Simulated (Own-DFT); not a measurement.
Si2SnGe5 (diamond-structure random alloy, strained, atoms displaced) (calculated)

A calculation, not a measurement: plane-wave density functional theory by an unreviewed code, no spin, of a simulated periodic cell, stress positive in tension, run twice, with PBE and with PBEsol, both on files made for PBE, so the change isn't that of files made for PBEsol, forces on such cells moved up to 12 meV/angstrom on a denser k mesh; the far tail of each file's local potential was reset to the Coulomb form; each entry is a single point on an unrelaxed cell, so the pressure reflects the starting lattice, mostly measured values (interpolated for alloys), from which strain is counted, and rises with the displacements; printed positions are rounded, which can move forces by about a meV/angstrom; the program, named Own-DFT, is a retired in-house code; no spin-orbit coupling; stress was not checked against mesh or cutoff. Program: Own-DFT development build.

Common to all runs: functional PBE, then PBEsol; potential files PseudoDojo norm-conserving, scalar-relativistic, standard set; wave cutoff 49 hartree; occupations Fermi-Dirac; smearing width 0.1 eV; k mesh 3 x 3 x 3 centred on Gamma.

(1) Si2SnGe5 (diamond-structure random alloy, strained, atoms displaced)

```
cell vectors (Å)
  11.5529     0.0000     0.0000
   0.0000    11.5529     0.0000
   0.0000     0.0000    11.4103
atoms (fractions of the cell vectors)
Ge  0.00523  0.00508  0.99934
Ge  0.00090  0.25150  0.25963
Ge  0.25054  0.00692  0.25960
Ge  0.24924  0.25141  0.00184
Ge  0.13228  0.12294  0.12661
Ge  0.12413  0.36919  0.37783
Ge  0.37711  0.12541  0.36874
Ge  0.37865  0.37499  0.12263
Ge  0.00161  0.99192  0.49660
Ge  0.00091  0.25112  0.74691
Si  0.25034  0.99768  0.75543
Sn  0.25048  0.25723  0.50760
Sn  0.13101  0.12824  0.62491
Sn  0.12627  0.37237  0.87894
Si  0.37414  0.13076  0.87293
Ge  0.37094  0.37871  0.62423
Ge  0.00197  0.49096  0.98483
Ge  0.99522  0.73729  0.24694
Si  0.25291  0.50393  0.25175
Sn  0.24325  0.74865  0.00412
Ge  0.12500  0.62802  0.12575
Ge  0.12766  0.87509  0.38006
Ge  0.37817  0.62615  0.37126
Ge  0.37776  0.87643  0.12239
Si  0.99301  0.50140  0.49241
Si  0.00122  0.74825  0.75768
Ge  0.25169  0.49704  0.74484
Ge  0.25271  0.75694  0.50102
Ge  0.12767  0.62001  0.62721
Si  0.12162  0.88004  0.87184
Ge  0.37764  0.63711  0.87191
Si  0.36528  0.87569  0.62441
Ge  0.49825  0.99326  0.99846
Ge  0.50026  0.24564  0.24479
Sn  0.75268  0.00085  0.24562
Si  0.75597  0.24531  0.99730
Ge  0.62933  0.13224  0.12742
Ge  0.62689  0.37404  0.36805
Si  0.87309  0.12098  0.37881
Si  0.86667  0.37761  0.12774
Si  0.49809  0.00106  0.49872
Ge  0.49750  0.23780  0.74825
Ge  0.74739  0.00761  0.75226
Ge  0.74883  0.24769  0.50979
Sn  0.62830  0.12917  0.62182
Ge  0.62930  0.37337  0.87958
Ge  0.87329  0.12644  0.87414
Si  0.86879  0.37724  0.62579
Ge  0.49699  0.50422  0.00668
Si  0.50273  0.75130  0.24550
Si  0.75502  0.50516  0.24686
Ge  0.74275  0.74880  0.99533
Ge  0.62821  0.62097  0.13145
Ge  0.62950  0.88468  0.37338
Ge  0.87794  0.62624  0.36667
Sn  0.87659  0.88134  0.12775
Ge  0.50155  0.50225  0.50237
Ge  0.49586  0.75333  0.74669
Si  0.75254  0.49800  0.75200
Si  0.75584  0.76018  0.49847
Sn  0.61610  0.62525  0.62570
Ge  0.62386  0.87752  0.87693
Ge  0.86770  0.61782  0.86986
Ge  0.87615  0.87487  0.63156
```

- PBE pressure: 3.14 GPa
- PBE stress xx: -3.05 GPa
- PBE stress yy: -2.8 GPa
- PBE stress zz: -3.58 GPa
- PBE stress yz: 0.01 GPa
- PBE stress xz: 0.86 GPa
- PBE stress xy: -0.13 GPa
- PBEsol pressure: 0.63 GPa
- PBEsol stress xx: -0.53 GPa
- PBEsol stress yy: -0.3 GPa
- PBEsol stress zz: -1.07 GPa
- PBEsol stress yz: -0.01 GPa
- PBEsol stress xz: 0.82 GPa
- PBEsol stress xy: -0.13 GPa
- rms change of force components from PBE to PBEsol: 0.054 eV/Å

Force:
```csv
force element,PBE force x (eV/Å),PBE force y (eV/Å),PBE force z (eV/Å),PBEsol force x (eV/Å),PBEsol force y (eV/Å),PBEsol force z (eV/Å)
Ge,0.554,0.352,-0.957,0.507,0.368,-0.893
Ge,-0.994,-0.529,-1.081,-0.897,-0.505,-1.029
Ge,-0.001,-1.264,-0.975,-0.002,-1.207,-0.947
Ge,1.625,-1.324,0.817,1.549,-1.256,0.82
Ge,-0.645,0.544,0.315,-0.623,0.526,0.305
Ge,-0.624,2.5,-0.965,-0.608,2.36,-0.938
Ge,0.81,0.029,0.987,0.753,0.048,0.917
Ge,-0.744,0.241,0.68,-0.69,0.213,0.63
Ge,-0.993,0.583,0.196,-0.931,0.534,0.208
Ge,-2.081,0.311,-0.105,-1.984,0.27,-0.072
Si,0.703,-0.33,0.436,0.666,-0.285,0.4
Sn,1.921,0.246,-2.871,1.855,0.251,-2.791
Sn,-2.03,-3.165,1.513,-2.008,-3.03,1.444
Sn,1.153,-0.792,-1.976,1.113,-0.765,-1.922
Si,-0.397,-1.327,0.568,-0.357,-1.258,0.581
Ge,2.519,0.885,1.269,2.424,0.864,1.228
Ge,-2.712,2.488,3.408,-2.612,2.433,3.272
Ge,1.634,1.203,0.329,1.574,1.154,0.314
Si,-0.487,-0.609,-0.202,-0.474,-0.595,-0.196
Sn,0.445,1.423,-1.181,0.47,1.346,-1.111
Ge,-1.196,-2.725,0.948,-1.179,-2.595,0.899
Ge,-0.388,-0.638,-1.066,-0.367,-0.602,-1.006
Ge,0.027,0.395,0.05,0.03,0.382,0.106
Ge,0.157,0.327,1.547,0.14,0.34,1.461
Si,0.333,-0.506,0.868,0.36,-0.473,0.813
Si,-0.044,-0.004,-0.448,-0.083,-0.046,-0.467
Ge,0.736,1.132,0.566,0.711,1.091,0.525
Ge,-0.116,-1.129,0.025,-0.149,-1.122,-0.014
Ge,-0.97,0.727,-0.641,-0.879,0.696,-0.611
Si,-0.335,0.129,-0.39,-0.338,0.132,-0.309
Ge,0.07,-1.796,-0.252,0.073,-1.735,-0.243
Si,1.043,0.911,0.387,1.02,0.825,0.366
Ge,0.093,1.796,-0.005,0.112,1.696,0.017
Ge,0.048,0.745,0.213,0.051,0.716,0.2
Sn,-1.73,2.772,2.107,-1.733,2.659,2.022
Si,-0.439,0.943,0.798,-0.463,0.883,0.742
Ge,-0.76,0.079,-1.978,-0.764,0.048,-1.874
Ge,0.23,0.272,0.437,0.187,0.236,0.452
Si,1.043,1.037,1.017,1.027,1.016,0.997
Si,0.915,-0.493,-0.587,0.963,-0.493,-0.584
Si,-0.856,-0.917,-0.391,-0.806,-0.869,-0.418
Ge,-0.938,2.409,1.191,-0.871,2.365,1.115
Ge,0.94,-1.682,0.834,0.92,-1.625,0.813
Ge,2.345,2.197,-2.81,2.217,2.111,-2.718
Sn,-1.706,-1.91,0.144,-1.619,-1.809,0.184
Ge,-0.258,-0.116,-0.151,-0.292,-0.109,-0.144
Ge,0.649,0.202,0.145,0.656,0.161,0.107
Si,0.725,0.406,-0.108,0.715,0.325,-0.114
Ge,0.558,0.047,-0.954,0.546,0.034,-0.911
Si,0.221,0.218,0.512,0.215,0.212,0.495
Si,-0.274,-0.806,0.261,-0.307,-0.736,0.294
Ge,0.269,-0.658,0.107,0.254,-0.638,0.101
Ge,-0.403,0.645,-0.252,-0.407,0.632,-0.31
Ge,-1.722,-1.894,1.304,-1.632,-1.807,1.226
Ge,-1.151,-0.388,1.555,-1.071,-0.329,1.462
Sn,2.139,-3.075,-2.795,2.08,-2.988,-2.716
Ge,-1.335,-1.742,-1.916,-1.309,-1.683,-1.848
Ge,-0.695,1.885,0.579,-0.656,1.781,0.599
Si,-0.352,-0.939,-0.33,-0.383,-0.886,-0.27
Si,-0.146,-0.382,-0.368,-0.141,-0.357,-0.367
Sn,2.683,0.681,0.113,2.527,0.66,0.11
Ge,-0.115,-0.198,-0.818,-0.117,-0.192,-0.779
Ge,0.802,0.835,0.344,0.792,0.815,0.387
Ge,0.245,-0.256,0.001,0.241,-0.191,-0.009
```

(2) Si2SnGe5 (diamond-structure random alloy, strained, atoms displaced)

```
cell vectors (Å)
  11.2676     0.0000     0.0000
   0.0000    11.2676     0.0000
   0.0000     0.0000    11.4103
atoms (fractions of the cell vectors)
Si  0.00596  0.99665  0.00656
Ge  0.00281  0.25791  0.25082
Si  0.25859  0.99928  0.25466
Sn  0.24664  0.24767  0.00308
Si  0.11644  0.12416  0.12558
Si  0.12179  0.37818  0.37353
Ge  0.37405  0.12238  0.37649
Si  0.37447  0.37418  0.12472
Si  0.99925  0.00104  0.49298
Sn  0.00024  0.25240  0.75205
Si  0.25428  0.00280  0.75055
Ge  0.24428  0.24975  0.50361
Sn  0.12398  0.12372  0.62614
Ge  0.12803  0.37511  0.87638
Sn  0.37517  0.12534  0.87531
Ge  0.36746  0.38453  0.62422
Ge  0.99922  0.50031  0.99874
Ge  0.99891  0.74640  0.24332
Si  0.25320  0.50091  0.24872
Si  0.24870  0.74587  0.99476
Ge  0.13014  0.61985  0.12176
Sn  0.12303  0.86966  0.36446
Ge  0.37805  0.62023  0.37803
Si  0.37720  0.87878  0.12627
Ge  0.00745  0.49921  0.49779
Si  0.00616  0.75299  0.74704
Ge  0.24712  0.49579  0.75183
Ge  0.25085  0.75589  0.50182
Ge  0.11935  0.62981  0.62295
Ge  0.12972  0.87745  0.87371
Ge  0.37328  0.62575  0.87263
Ge  0.37342  0.87935  0.62343
Ge  0.49888  0.00471  0.99318
Si  0.50161  0.24463  0.24732
Ge  0.74840  0.00278  0.24480
Ge  0.74574  0.24682  0.00154
Si  0.62452  0.12460  0.13471
Ge  0.62606  0.36850  0.37449
Ge  0.89054  0.12737  0.37733
Ge  0.87957  0.37479  0.12321
Ge  0.50122  0.00568  0.51090
Ge  0.50892  0.25073  0.75253
Ge  0.74614  0.99590  0.74687
Ge  0.74901  0.25556  0.49850
Ge  0.61981  0.12760  0.62946
Ge  0.63011  0.37831  0.87694
Ge  0.87847  0.11638  0.87742
Ge  0.87575  0.36574  0.62161
Ge  0.49767  0.49898  0.00223
Ge  0.49581  0.74421  0.25747
Ge  0.75591  0.49099  0.24565
Si  0.75387  0.74934  0.00284
Ge  0.62118  0.62303  0.13393
Ge  0.62373  0.88047  0.37155
Si  0.87424  0.63118  0.37482
Ge  0.87516  0.87209  0.13250
Ge  0.49291  0.49781  0.49361
Ge  0.50273  0.74887  0.75186
Si  0.75321  0.50249  0.74960
Ge  0.74766  0.74808  0.49573
Ge  0.62792  0.61943  0.62557
Sn  0.62180  0.87845  0.88445
Sn  0.87344  0.62237  0.86741
Sn  0.87183  0.87400  0.62783
```

* PBE pressure: 6.71 GPa
* PBE stress xx: -7.04 GPa
* PBE stress yy: -6.97 GPa
* PBE stress zz: -6.12 GPa
* PBE stress yz: -0.47 GPa
* PBE stress xz: -0.18 GPa
* PBE stress xy: 0.59 GPa
* PBEsol pressure: 3.98 GPa
* PBEsol stress xx: -4.29 GPa
* PBEsol stress yy: -4.24 GPa
* PBEsol stress zz: -3.39 GPa
* PBEsol stress yz: -0.47 GPa
* PBEsol stress xz: -0.18 GPa
* PBEsol stress xy: 0.57 GPa
* rms change of force components from PBE to PBEsol: 0.05 eV/Å

Force:
```csv
force element,PBE force x (eV/Å),PBE force y (eV/Å),PBE force z (eV/Å),PBEsol force x (eV/Å),PBEsol force y (eV/Å),PBEsol force z (eV/Å)
Si,-0.644,-0.232,-0.196,-0.678,-0.279,-0.245
Ge,0.298,-0.573,-0.248,0.214,-0.561,-0.246
Si,-0.178,0.767,-1.957,-0.177,0.769,-1.844
Sn,-1.095,0.928,1.914,-1.07,0.915,1.763
Si,0.359,-1.022,1.512,0.359,-0.924,1.506
Si,1.426,0.079,-0.236,1.354,0.043,-0.187
Ge,0.393,0.77,0.074,0.388,0.748,0.15
Si,0.966,0.596,1.443,0.953,0.59,1.336
Si,-0.145,-0.407,0.24,-0.147,-0.396,0.233
Sn,-1.255,0.509,1.832,-1.219,0.494,1.772
Si,-0.359,-2.035,-0.39,-0.352,-2.002,-0.385
Ge,1.296,1.586,-1.922,1.283,1.511,-1.827
Sn,0.644,-2.327,-1.109,0.635,-2.171,-1.083
Ge,-0.506,1.769,0.247,-0.493,1.721,0.232
Sn,0.693,-0.05,-1.953,0.733,-0.015,-1.854
Ge,0.92,-1.406,-0.064,0.878,-1.358,-0.067
Ge,1.08,-0.743,0.566,1.058,-0.735,0.555
Ge,-0.893,-1.88,-0.441,-0.841,-1.777,-0.456
Si,-0.051,-0.713,0.346,-0.055,-0.623,0.341
Si,0.539,0.875,0.807,0.497,0.825,0.756
Ge,0.002,0.293,-0.073,-0.075,0.286,-0.079
Sn,0.378,1.079,0.78,0.362,0.967,0.763
Ge,-1.621,0.643,-0.358,-1.521,0.656,-0.316
Si,-0.386,-0.596,-0.369,-0.311,-0.593,-0.376
Ge,-1.433,0.383,-0.303,-1.389,0.384,-0.227
Si,0.942,0.08,0.651,0.931,0.077,0.637
Ge,-0.382,1.404,-0.094,-0.36,1.352,-0.092
Ge,0.605,-1.413,0.397,0.589,-1.375,0.388
Ge,1.044,-0.29,0.427,1.045,-0.323,0.373
Ge,-0.037,-0.169,0.135,-0.036,-0.163,0.126
Ge,-0.016,-0.268,0.195,0.018,-0.297,0.154
Ge,0.211,-0.379,0.976,0.235,-0.39,0.91
Ge,-0.035,0.136,4.523,-0.029,0.129,4.324
Si,-0.577,0.489,0.325,-0.58,0.491,0.405
Ge,0.797,0.26,1.019,0.812,0.191,1.021
Ge,0.518,-0.467,0.411,0.534,-0.413,0.363
Si,-0.56,0.268,-1.474,-0.492,0.208,-1.492
Ge,-0.692,0.468,-0.826,-0.628,0.476,-0.763
Ge,-1.841,0.351,-0.481,-1.823,0.397,-0.511
Ge,-0.294,-0.575,-0.586,-0.29,-0.551,-0.557
Ge,-0.201,-0.517,-1.386,-0.204,-0.498,-1.339
Ge,-0.564,1.769,-0.701,-0.535,1.698,-0.676
Ge,-0.374,2.222,0.896,-0.365,2.159,0.872
Ge,0.134,-1.656,0.049,0.139,-1.59,0.053
Ge,1.535,0.308,-0.397,1.474,0.29,-0.375
Ge,0.016,0.334,-0.214,-0.018,0.282,-0.176
Ge,-0.942,-0.589,1.016,-0.949,-0.534,0.949
Ge,-1.092,2.635,-0.553,-1.041,2.525,-0.56
Ge,-0.057,0.13,0.036,-0.02,0.156,0
Ge,0.058,1.302,-0.803,0.091,1.224,-0.746
Ge,-0.345,1.193,1.113,-0.361,1.129,1.046
Si,-0.374,-0.257,1.658,-0.366,-0.251,1.637
Ge,0.842,0.064,-0.858,0.788,0.029,-0.805
Ge,-0.268,-0.212,0.605,-0.253,-0.217,0.591
Si,0.241,-1.235,-0.346,0.237,-1.206,-0.34
Ge,-0.151,0.326,-1.566,-0.138,0.313,-1.452
Ge,1.45,-0.519,0.987,1.392,-0.491,0.958
Ge,-0.861,-0.529,-1.192,-0.841,-0.517,-1.154
Si,-1.356,-2.283,-1.887,-1.336,-2.248,-1.856
Ge,-0.662,-0.557,-0.679,-0.675,-0.504,-0.619
Ge,-0.511,-0.037,-0.335,-0.529,0.01,-0.354
Sn,1.436,-1.528,-0.67,1.348,-1.432,-0.709
Sn,0.816,1.602,0.847,0.848,1.53,0.879
Sn,1.122,-0.154,-1.36,1,-0.14,-1.325
```
